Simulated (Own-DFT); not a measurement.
# One host, several defects: 4H SiC

The numbers are computed, not measured, by runs of the plane-wave DFT program Own-DFT (in-house, retired, unreviewed) at fixed positions, with no spin and no spin-orbit coupling.

All runs used: PBE; PseudoDojo norm-conserving scalar-relativistic files; cutoff 42 hartree; 4 x 4 x 3 k mesh centred on Gamma; Fermi-Dirac smearing of 0.1 eV.

Known weak points (not all hold for every row): a neutral cation vacancy leaves holes that likely carry spin, which these runs leave out; not probed for a lower state with spin; forces on such cells failed a check on a denser k mesh; forces on such cells passed a denser k mesh, each cell not checked; stress not checked against mesh or cutoff.

All runs share one cell, with vectors in Å (9.248, 0.000, 0.000); (-4.624, 8.009, 0.000); (0.000, 0.000, 10.068) and a volume of 745.7 Å³. Atoms were moved at random from their sites; u is the rms move along one axis. The defect's site can differ from row to row.

| cell | formula | u (Å) | P (GPa) |
|---|---|---|---|
| no defect | C36Si36 | 0.0278 | 3.57 |
| no defect | C36Si36 | 0.0553 | 5.40 |
| no defect | C36Si36 | 0.0582 | 6.10 |
| one Si vacancy | C36Si35 | 0.0284 | 3.09 |
| one Si vacancy | C36Si35 | 0.0306 | 3.12 |
| one Si vacancy | C36Si35 | 0.0306 | 3.11 |
| one C on a Si site | C37Si35 | 0.0484 | 3.43 |
| one C on a Si site | C37Si35 | 0.0488 | 3.29 |
| one C on a Si site | C37Si35 | 0.0494 | 3.01 |
| one C on a Si site | C37Si35 | 0.0524 | ? |
| two Al on a Si site each | Al2C36Si34 | 0.0301 | 5.87 |
| two Al on a Si site each | Al2C36Si34 | 0.0531 | 7.19 |
| two Al on a Si site each | Al2C36Si34 | 0.0544 | 7.66 |
| two N on a C site each | C34N2Si36 | 0.0293 | 2.68 |
| two N on a C site each | C34N2Si36 | 0.0314 | 2.75 |
| two N on a C site each | C34N2Si36 | 0.0468 | 3.70 |

## Analysis

P = P0 + c u² + a shift for each defect gives P0 = 2.99 GPa, c = 845 ± 67 GPa/Å² and a scatter of 0.19 GPa. The shifts, and each times the cell's volume:

- two Al on a Si site each: 2.03 ± 0.15 GPa, 9.5 eV (4.7 eV for each of its 2 sites)
- one Si vacancy: -0.64 ± 0.18 GPa, -3.0 eV
- two N on a C site each: -1.08 ± 0.17 GPa, -5.0 eV (-2.5 eV for each of its 2 sites)
- one C on a Si site: -1.77 ± 0.15 GPa, -8.2 eV

A positive shift means that the defect pushes the cell outwards. Shift times volume (160.2 GPa Å³ is 1 eV) depends little on the cell's size, so, taken for each site, it can be compared between cells at like pressure. The atoms around the defects weren't relaxed, which would change these numbers.

## Check

Asked: what pressure belongs in the blank (one C on a Si site, u = 0.0524 Å)?

Estimate: 3.54 ± 0.22 GPa. DFT gave 3.21 GPa.
